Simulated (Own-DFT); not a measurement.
Simulation results for SiC (4H silicon carbide, atoms displaced)

All values are calculated (Own-DFT development build). A calculation, not a measurement: plane-wave PBE density functional theory by an unreviewed code, no spin, of a simulated periodic cell, stress positive in tension, free energy of the whole cell less one offset for each atom, forces on such cells passed a denser k mesh, this cell's mesh not checked; offsets are fitted by least squares, one for each functional and potential file, so energies compare only between cells with the same atoms and settings and are not formation energies; the far tail of each file's local potential was reset to the Coulomb form; each entry is a single point on an unrelaxed cell, so the pressure reflects the starting lattice, mostly measured values (interpolated for alloys), from which strain is counted, and rises with the displacements; printed positions are rounded, which can move forces by about a meV/angstrom; the program, named Own-DFT, is a retired in-house code; no spin-orbit coupling.

```cif
# cell vector a (Å): 6.1654 0.0000 0.0000
# cell vector b (Å): -3.0827 5.3394 0.0000
# cell vector c (Å): 0.0000 0.0000 10.0681
data_SiC
_symmetry_space_group_name_H-M 'P 1'
_symmetry_Int_Tables_number 1
_cell_length_a 6.1654
_cell_length_b 6.1654
_cell_length_c 10.0681
_cell_angle_alpha 90.000
_cell_angle_beta 90.000
_cell_angle_gamma 120.000
_cell_volume 331.44
loop_
_atom_site_label
_atom_site_type_symbol
_atom_site_fract_x
_atom_site_fract_y
_atom_site_fract_z
_atom_site_occupancy
Si1 Si 0.00163 0.99839 0.39944 1
Si2 Si 0.16245 0.32659 0.15618 1
C1 C 0.00351 0.99755 0.09115 1
C2 C 0.17271 0.34111 0.34002 1
Si3 Si 0.01018 0.50749 0.40321 1
Si4 Si 0.16089 0.82818 0.15618 1
C3 C 0.00140 0.49695 0.09657 1
C4 C 0.15973 0.83154 0.34931 1
Si5 Si 0.49531 0.00086 0.40904 1
Si6 Si 0.66235 0.32346 0.15508 1
C5 C 0.49962 0.00047 0.09034 1
C6 C 0.66112 0.32389 0.33812 1
Si7 Si 0.51518 0.50951 0.40647 1
Si8 Si 0.66207 0.82487 0.15912 1
C7 C 0.49452 0.49717 0.09281 1
C8 C 0.66387 0.82979 0.34562 1
Si9 Si 0.99610 0.99279 0.90762 1
Si10 Si 0.83858 0.66637 0.66131 1
C9 C 0.00425 0.00058 0.59575 1
C10 C 0.81924 0.66537 0.84289 1
Si11 Si 0.00055 0.49431 0.90577 1
Si12 Si 0.83380 0.16993 0.65698 1
C11 C 0.00394 0.51034 0.59198 1
C12 C 0.82655 0.16970 0.84790 1
Si13 Si 0.50697 0.00184 0.90784 1
Si14 Si 0.33415 0.67219 0.65946 1
C13 C 0.50134 0.00371 0.59248 1
C14 C 0.31991 0.65961 0.84472 1
Si15 Si 0.49873 0.49419 0.90709 1
Si16 Si 0.33374 0.16620 0.65541 1
C15 C 0.49801 0.49993 0.59336 1
C16 C 0.33247 0.17006 0.83965 1
_calc_functional 'PBE'
_calc_potential_files 'PseudoDojo norm-conserving, scalar-relativistic, standard set'
_calc_wave_cutoff 42  # hartree
_calc_occupations 'Fermi-Dirac'
_calc_smearing_width 0.1  # eV
_calc_hardware 'one NVIDIA H100'
_calc_k_mesh '5 x 5 x 3 centred on Gamma'
_calc_free_energy_of_cell_above_offsets '-4.745'  # eV
_calc_pressure 3.78  # GPa
_calc_stress_xx -2.01  # GPa
_calc_stress_yy -3.92  # GPa
_calc_stress_zz -5.41  # GPa
_calc_stress_yz -0.08  # GPa
_calc_stress_xz 1  # GPa
_calc_stress_xy -0.54  # GPa
_calc_wall_time 117.7  # s
```

Force:
```csv
element,x (eV/Å),y (eV/Å),z (eV/Å)
Si,-1.015,1.215,1.937
Si,0.298,0.566,-0.297
C,-0.849,-0.48,0.918
C,0.48,-0.611,0.875
Si,-0.93,-1.66,0.524
Si,0.797,0.249,0.116
C,-0.584,-0.213,-0.731
C,1.066,0.475,-1.724
Si,0.553,-0.133,-0.596
Si,-0.22,0.947,-0.387
C,0.129,-0.997,1.093
C,0.509,0.994,1.396
Si,-0.863,-1.753,0.132
Si,-0.121,0.595,-0.889
C,0.638,-0.341,0.165
C,-0.058,1.079,-0.39
Si,-0.042,0.846,-0.967
Si,-1.255,0.335,-1.533
C,-0.775,-0.03,-0.677
C,1.772,-0.108,0.978
Si,-1.498,0.754,0.81
Si,0.513,0.141,-0.325
C,0.422,-1.031,0.251
C,1.475,-0.645,-0.839
Si,-1.897,-0.769,-0.727
Si,0.355,-0.523,-0.815
C,0.281,-0.095,0.642
C,1.533,1.044,0.161
Si,-1.26,0.174,-0.268
Si,-0.27,0.543,-0.28
C,0.496,0.451,0.205
C,0.322,-1.02,1.243
```
